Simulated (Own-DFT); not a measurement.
# Response to strain: wurtzite GaN, 72 atoms (Ga36N36)

Calculated, not measured: single-point runs of Own-DFT, a retired in-house plane-wave DFT program that no person has reviewed, on unrelaxed cells, without spin or spin-orbit coupling.

Method: PBE; PseudoDojo norm-conserving scalar-relativistic files (stringent for Ga); cutoff 96 hartree; 4 x 4 x 3 k mesh centred on Gamma; Gaussian smearing of 0.01 eV.

Keep in mind: forces not confirmed at this smearing and k mesh; stress not checked against mesh or cutoff.

Unstrained cell vectors in Å: (9.567, 0.000, 0.000); (-4.784, 8.285, 0.000); (0.000, 0.000, 10.370). The unstrained cell has measured lattice constants (interpolated for alloys), not those of this functional. That, the random moves and any unrelaxed bonds set the pressure at no strain. The cell is deformed uniformly in each run, and the atoms keep their fractional places. Each atom got a random Gaussian move of width 0.05 Å along each axis. Strain is the symmetric tensor, in per cent. Stress is positive in tension, and the pressure is minus a third of its trace.

| run | e_xx (%) | e_yy (%) | e_zz (%) | e_yz (%) | e_xz (%) | e_xy (%) | s_xx (GPa) | s_yy (GPa) | s_zz (GPa) | s_yz (GPa) | s_xz (GPa) | s_xy (GPa) | P (GPa) | E (meV/atom) |
|---|---|---|---|---|---|---|---|---|---|---|---|---|---|---|
| 1 | -0.26 | 0.09 | 1.78 | 1.66 | 1.62 | 0.76 | -5.79 | -5.88 | -0.79 | 3.15 | 3.36 | 2.11 | 4.16 | 12.1 |
| 2 | 1.80 | 1.41 | 1.47 | 1.26 | -1.43 | -0.22 | 1.97 | 0.12 | 1.50 | 2.67 | -2.11 | -0.94 | -1.20 | 1.9 |
| 3 | -1.18 | 1.57 | 1.60 | 1.18 | 0.97 | 1.27 | -10.21 | -0.34 | -0.97 | 2.77 | 1.85 | 3.92 | 3.84 | 22.5 |
| 4 | -0.86 | 1.77 | -1.87 | 1.65 | -1.15 | -0.87 | -10.60 | -2.35 | -16.28 | 3.60 | -2.99 | -2.90 | 9.74 | 37.3 |
| 5 | 1.23 | -1.29 | 0.25 | 1.74 | 1.73 | -0.66 | -3.02 | -11.39 | -6.14 | 3.05 | 3.25 | -1.21 | 6.85 | 19.2 |
| 6 | -0.45 | 0.05 | -0.41 | -0.75 | -1.87 | -1.31 | -9.15 | -6.69 | -10.64 | -1.28 | -3.97 | -4.00 | 8.83 | 16.4 |
| 7 | -2.00 | -1.77 | -1.53 | 0.02 | -0.37 | 0.88 | -19.68 | -19.86 | -16.65 | 0.09 | 0.13 | 4.36 | 18.73 | 49.6 |
| 8 | 0.71 | -0.05 | -1.42 | -1.68 | -0.51 | -0.23 | -5.66 | -6.34 | -14.74 | -4.26 | -1.45 | -0.85 | 8.91 | 21.0 |
| 9 | 0.13 | -1.52 | -0.85 | 0.15 | 0.90 | -1.41 | -9.16 | -15.14 | -11.21 | 0.54 | 2.06 | -4.86 | 11.84 | 21.5 |
| 10 | 1.11 | 1.33 | -0.76 | 0.07 | 0.68 | 1.35 | -1.31 | 0.05 | -10.90 | -0.62 | 1.37 | 5.12 | 4.06 | 6.5 |
| 11 | 0.18 | 1.60 | 0.64 | -1.93 | 1.33 | -0.44 | -5.29 | 0.27 | -2.18 | -3.72 | 3.47 | -0.87 | 2.40 | 0.0 |
| 12 | -0.86 | 0.51 | 0.49 | -0.03 | -1.83 | 0.75 | -9.37 | -5.76 | -5.09 | 0.34 | -3.48 | 1.88 | 6.74 | 8.9 |
| 13 | 0.34 | -1.27 | 0.26 | -0.36 | -1.18 | -0.96 | -5.93 | -14.70 | -5.89 | -0.72 | -2.07 | -4.71 | 8.84 | 20.4 |
| 14 | 1.92 | -0.39 | -1.47 | 1.12 | -0.72 | -0.39 | -0.38 | -8.14 | -14.05 | 1.40 | -1.44 | -1.01 | 7.52 | 25.9 |
| 15 | 1.22 | 0.61 | 0.95 | -0.40 | 1.13 | -1.39 | -0.72 | -2.56 | -2.54 | -1.05 | 2.41 | -3.79 | 1.94 | 9.3 |
| 16 | -1.35 | -0.96 | -0.06 | 0.71 | 0.91 | 0.26 | ? | ? | ? | ? | ? | ? | ? | ? |

E is the free energy per atom, counted from the lowest run shown.

## Working it out

Regress every stress component on the fractional strains (shears doubled) of the visible runs, with a constant. Shear strains stay in the fit of a normal stress only where such slopes are resolved. The slopes, in GPa:

| stress | at no strain | per e_xx | per e_yy | per e_zz | scatter |
|---|---|---|---|---|---|
| s_xx | -7.3 | 432 ± 17 | 88 ± 17 | 83 ± 17 | 0.73 |
| s_yy | -7.6 | 115 ± 26 | 470 ± 25 | 52 ± 25 | 1.10 |
| s_zz | -7.7 | 61 ± 22 | 32 ± 22 | 475 ± 22 | 0.96 |

The slope of each shear stress on twice its own strain, from a fit on all six strains: yz 103 ± 3, xz 99 ± 5, xy 169 ± 13 GPa. These are stiffnesses along x, y and z of the frame in which the cell vectors are given, with the crystal's c axis along z: C11, C12, C13 and C33. Hexagonal symmetry asks that xx and yy behave alike, which is a second check on the noise. No internal relaxation is included, and where it is allowed it would reduce some of the slopes. Slopes across the diagonal should nearly agree, so their difference gauges the noise. A ninth of the table's sum, 201 ± 4 GPa, estimates the bulk modulus near the mean pressure of these runs, 6.9 GPa, so it lies above the value at zero pressure.

## Prediction

Question: what normal stresses and pressure should run 16 give?

The fitted form gives s_xx = -14.0, s_yy = -13.7, s_zz = -9.1 and P = 12.3 GPa. The run itself gave -15.09, -10.86, -9.77 and P = 11.91 GPa.
